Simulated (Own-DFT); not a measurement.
## Calculated data, SiC (4H silicon carbide, atoms displaced)

Computed with Own-DFT development build. A calculation, not a measurement: plane-wave PBE density functional theory by an unreviewed code, no spin, of a simulated periodic cell, stress positive in tension, free energy of the whole cell less one offset for each atom, forces on such cells passed a denser k mesh, this cell's mesh not checked; offsets are fitted by least squares, one for each functional and potential file, so energies compare only between cells with the same atoms and settings and are not formation energies; the far tail of each file's local potential was reset to the Coulomb form; each entry is a single point on an unrelaxed cell, so the pressure reflects the starting lattice, mostly measured values (interpolated for alloys), from which strain is counted, and rises with the displacements; printed positions are rounded, which can move forces by about a meV/angstrom; the program, named Own-DFT, is a retired in-house code; no spin-orbit coupling; before rounding, a Quantum ESPRESSO 7.3.1 run of the same cell and cutoff gave forces within 1 meV/angstrom rms on each cell, which checks the program and not the settings.

```cif
# cell vector a (Å): 6.1654 0.0000 0.0000
# cell vector b (Å): -3.0827 5.3394 0.0000
# cell vector c (Å): 0.0000 0.0000 10.0681
data_SiC
_symmetry_space_group_name_H-M 'P 1'
_symmetry_Int_Tables_number 1
_cell_length_a 6.1654
_cell_length_b 6.1654
_cell_length_c 10.0681
_cell_angle_alpha 90.000
_cell_angle_beta 90.000
_cell_angle_gamma 120.000
_cell_volume 331.44
loop_
_atom_site_label
_atom_site_type_symbol
_atom_site_fract_x
_atom_site_fract_y
_atom_site_fract_z
_atom_site_occupancy
Si1 Si 0.99966 0.00302 0.40942 1
Si2 Si 0.16506 0.32668 0.15438 1
C1 C 0.00127 0.00459 0.09225 1
C2 C 0.15768 0.32403 0.34523 1
Si3 Si 0.00597 0.51146 0.40294 1
Si4 Si 0.16410 0.83039 0.15466 1
C3 C 0.00430 0.49567 0.09446 1
C4 C 0.16577 0.83461 0.34151 1
Si5 Si 0.50825 0.01034 0.40818 1
Si6 Si 0.67449 0.34333 0.15708 1
C5 C 0.51063 0.00942 0.09293 1
C6 C 0.66317 0.33150 0.34831 1
Si7 Si 0.49608 0.49796 0.41029 1
Si8 Si 0.67410 0.84302 0.15631 1
C7 C 0.49405 0.49013 0.09456 1
C8 C 0.66663 0.84024 0.34546 1
Si9 Si 0.01074 0.00146 0.90722 1
Si10 Si 0.83749 0.66373 0.65673 1
C9 C 0.00336 0.00328 0.59537 1
C10 C 0.82210 0.66004 0.84363 1
Si11 Si 0.99930 0.49946 0.90357 1
Si12 Si 0.82910 0.16006 0.65768 1
C11 C 0.98677 0.49710 0.59569 1
C12 C 0.83362 0.16041 0.84858 1
Si13 Si 0.49637 0.00974 0.90519 1
Si14 Si 0.33187 0.66631 0.66003 1
C13 C 0.51586 0.00603 0.58968 1
C14 C 0.33327 0.67536 0.83848 1
Si15 Si 0.49252 0.49865 0.90416 1
Si16 Si 0.33284 0.15492 0.65566 1
C15 C 0.50148 0.50182 0.59246 1
C16 C 0.32796 0.16418 0.84178 1
_calc_functional 'PBE'
_calc_potential_files 'PseudoDojo norm-conserving, scalar-relativistic, standard set'
_calc_wave_cutoff 42  # hartree
_calc_occupations 'Fermi-Dirac'
_calc_smearing_width 0.1  # eV
_calc_k_mesh '5 x 5 x 3 centred on Gamma'
_calc_free_energy_of_cell_above_offsets '-4.694'  # eV
_calc_pressure 3.71  # GPa
_calc_stress_xx -3.52  # GPa
_calc_stress_yy -2.63  # GPa
_calc_stress_zz -4.97  # GPa
_calc_stress_yz 0.25  # GPa
_calc_stress_xz 0.29  # GPa
_calc_stress_xy 0.22  # GPa
```

Force:
```tsv
element	x (eV/Å)	y (eV/Å)	z (eV/Å)
Si	-0.012	-0.752	-0.444
Si	0.127	0.68	1.119
C	0.765	-1.091	-0.036
C	0.32	1.434	-0.257
Si	-0.264	-1.491	0.929
Si	0.831	0.749	0.036
C	-0.459	0.823	-0.568
C	0.222	0.819	0.635
Si	-0.417	-1.187	-1.038
Si	-0.245	-1.076	0.339
C	-1.028	-0.58	0.002
C	0.216	1.441	-0.986
Si	-0.206	0.412	-1.136
Si	-0.628	-1.146	0.013
C	0.094	1.598	-0.493
C	0.439	-0.776	-0.111
Si	-1.954	-1.123	-0.241
Si	-1.662	0.549	0.004
C	0.225	-0.737	0.033
C	0.955	0.591	0.417
Si	-0.24	-0.214	0.274
Si	1.002	1.138	0.532
C	2.274	0.053	-0.648
C	-0.26	0.529	-0.889
Si	1.54	-0.746	0.621
Si	-0.002	-0.175	-2.266
C	-1.812	-1.419	1.196
C	-0.032	-0.369	2.032
Si	0.091	0.407	0.399
Si	-0.138	1.521	-0.617
C	-0.231	-0.535	1.228
C	0.491	0.673	-0.074
```
